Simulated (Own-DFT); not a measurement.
# Response to strain: wurtzite AlGaN with randomly placed atoms, 128 atoms (Al48Ga16N64)

All numbers below are calculated, not measured. The program, named Own-DFT, is a retired in-house plane-wave density functional code that no person has reviewed. Each row is one single-point run on a periodic cell that was not relaxed, without spin or spin-orbit coupling.

Settings of every run: PBE; PseudoDojo norm-conserving scalar-relativistic files (stringent for Ga); cutoff 96 hartree; 3 x 3 x 3 k mesh centred on Gamma; Gaussian smearing of 0.01 eV.

Known limits: k mesh not checked against a denser one; stress not checked against mesh or cutoff.

Unstrained cell vectors in Å: (12.525, 0.000, 0.000); (-6.263, 10.847, 0.000); (0.000, 0.000, 10.066). The unstrained cell has measured lattice constants (interpolated for alloys), not those of this functional. That, the random moves and any unrelaxed bonds set the pressure at no strain. Each run strains this cell uniformly, with the atoms carried along. Every atom was also moved at random, by a Gaussian of width 0.05 Å on each axis. The random placing of the alloy's atoms differs from row to row. Strain is the symmetric tensor, in per cent. Stress is positive in tension, and the pressure is minus a third of its trace.

| run | e_xx (%) | e_yy (%) | e_zz (%) | s_xx (GPa) | s_yy (GPa) | s_zz (GPa) | P (GPa) | E (meV/atom) |
|---|---|---|---|---|---|---|---|---|
| 1 | 1.25 | 1.25 | 0.00 | 1.07 | -0.34 | -3.63 | 0.97 | 0.0 |
| 2 | 0.25 | 0.25 | 0.00 | -3.62 | -5.90 | -6.50 | 5.34 | 14.7 |
| 3 | -0.25 | -0.25 | 0.00 | -7.02 | -7.49 | -7.79 | 7.43 | 18.5 |
| 4 | 2.50 | 2.50 | 0.00 | 6.18 | 6.70 | -3.20 | -3.22 | 14.1 |
| 5 | -2.50 | -2.50 | 0.00 | -23.10 | -21.69 | -10.07 | 18.29 | 58.9 |
| 6 | 0.75 | 0.75 | 0.00 | -2.45 | -1.33 | -6.25 | 3.34 | 14.7 |
| 7 | -0.50 | -0.50 | 0.00 | -9.65 | -10.53 | -5.83 | 8.67 | 25.1 |
| 8 | -1.50 | -1.50 | 0.00 | -16.48 | -15.11 | -7.70 | 13.09 | 27.9 |
| 9 | -1.75 | -1.75 | 0.00 | ? | ? | ? | ? | ? |

E is the free energy for each atom above the lowest run shown.

## Worked fit

The change of volume is close to e_xx + e_yy + e_zz. A straight line through the runs shown gives P = 6.79 - 216 x (fractional change of volume) GPa, with an error of 7 on the slope and a scatter of 0.60 GPa. The strain isn't the same on all axes and the cell isn't cubic, so the slope belongs to this path and is not the bulk modulus.

## Withheld run

Question: what pressure should run 9 give? Its volume changes by -3.47 %.

The line gives 14.3 GPa. The calculation gave 14.31 GPa.
